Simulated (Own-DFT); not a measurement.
# Strain and stress in C40 NbSi2, 36 atoms (Nb12Si24)

Calculated results; nothing here was measured. They come from Own-DFT, an in-house plane-wave density functional program, since retired, whose code no person has reviewed. Each row is one single-point run on a periodic cell that was not relaxed, without spin or spin-orbit coupling.

Settings of every run: PBE; PseudoDojo norm-conserving scalar-relativistic files; cutoff 42 hartree; 4 x 4 x 5 k mesh centred on Gamma; cold (Marzari-Vanderbilt) smearing of 0.2 eV.

Known limits: forces on such cells failed a check on a denser k mesh; stress not checked against mesh or cutoff.

Unstrained cell vectors in Å: (0.000, 8.324, 0.000); (-9.613, 0.000, 0.000); (0.000, 0.000, 6.586). The unstrained cell was taken from the Materials Project. The random moves and any unrelaxed bonds add to the pressure at no strain. Each run strains this cell uniformly, with the atoms carried along. Every atom was also moved at random, by a Gaussian of width 0.05 Å on each axis. Strain is the symmetric tensor, in per cent. Stress is positive in tension, and the pressure is minus a third of its trace.

```
run  e_xx (%)  e_yy (%)  e_zz (%)  e_yz (%)  e_xz (%)  e_xy (%)  s_xx (GPa)  s_yy (GPa)  s_zz (GPa)  s_yz (GPa)  s_xz (GPa)  s_xy (GPa)  P (GPa)  E (meV/atom)
  1     -0.67     -0.12      1.60      0.51      1.20     -0.07       -4.11       -1.05        2.84        1.52        3.68       -0.29     0.77           0.0
  2      1.63     -1.62      1.18      0.87     -1.24      1.53        3.49       -6.84        1.38        2.70       -3.29        3.76     0.66          12.5
  3      0.93     -1.03     -1.59      0.34     -1.94      0.62       -0.89       -6.98      -11.75        1.50       -6.99        1.70     6.54          18.4
  4     -1.41     -0.95     -1.07      0.46     -1.85      1.45      -10.02       -7.75      -11.91        1.96       -6.90        4.82     9.89          36.9
  5     -1.54      1.81      1.91     -0.57      0.10     -0.99       -5.11        4.49        4.62       -1.55        0.41       -2.94    -1.33           9.8
  6     -0.46     -1.41      0.85      1.89      0.25      1.67       -4.34       -7.70       -1.30        5.59        0.61        5.07     4.45          20.4
  7      1.54      0.91      0.52      1.41     -0.26      0.64        3.63        1.54        0.04        4.21       -0.50        1.62    -1.74          19.6
  8      0.36     -0.04     -1.73      1.35     -1.34     -1.53       -2.70       -3.86      -12.09        3.57       -4.64       -4.49     6.22          28.1
  9      0.74     -0.80     -1.67     -0.34      0.12     -1.12       -2.67       -6.23      -11.44       -1.17        0.95       -3.00     6.78          21.3
 10     -0.06     -0.60      0.70     -1.13      0.83     -0.32       -2.43       -3.85       -1.03       -3.35        2.86       -1.20     2.44           3.2
 11      1.74      1.72     -0.48     -0.41     -0.92      1.86        4.16        3.42       -3.43       -0.78       -2.39        5.13    -1.38          22.1
 12     -1.98      0.17      0.03      1.55      1.37     -0.94       -9.43       -3.79       -5.62        5.54        4.16       -2.88     6.28          21.6
 13      1.33      0.49     -1.29      0.91      1.06      1.47        1.64       -0.97       -8.92        2.68        4.01        4.40     2.75          21.9
 14      0.10     -1.47     -1.43     -1.79      1.03     -0.66       -3.77      -10.16      -12.76       -6.53        3.50       -1.94     8.90          36.3
 15      0.28     -0.08     -1.31      0.24      1.50     -1.01       -3.12       -3.58       -9.71        1.63        4.54       -2.94     5.47          18.8
 16     -0.26      0.58     -1.62      1.16      0.18      1.43           ?           ?           ?           ?           ?           ?        ?             ?
```

E is the free energy for each atom above the lowest run shown.

## Worked fit

Each stress component was fitted by least squares to a constant and the strains of the runs shown, as fractions, with shears doubled. Shear strains stay in the fit of a normal stress only where such slopes are resolved. The slopes, in GPa:

```
stress,at no strain,per e_xx,per e_yy,per e_zz,scatter
s_xx,-2.6,364 ± 11,59 ± 12,91 ± 10,0.47
s_yy,-2.7,55 ± 14,358 ± 15,87 ± 13,0.61
s_zz,-4.2,92 ± 10,78 ± 11,475 ± 10,0.44
```

Each shear stress against twice its own strain: yz 157 ± 8, xz 168 ± 5, xy 150 ± 3 GPa. These are stiffnesses along x, y and z of the frame in which the cell vectors are given, which need not be the crystal's axes. The atoms are held to the strained lattice; where symmetry lets them move under strain, relaxing them would lower some slopes. The table should be nearly symmetric about its diagonal, and what it lacks of that shows the noise. A ninth of its sum, 184 ± 8 GPa, estimates the bulk modulus near the mean pressure of these runs, 3.8 GPa, so it lies above the value at zero pressure.

## Withheld run

Question: what normal stresses and pressure should run 16 give?

The fit gives s_xx = -4.7, s_yy = -2.2, s_zz = -11.7 and P = 6.2 GPa. The calculation gave -4.96, -1.52, -11.55 and P = 6.01 GPa.
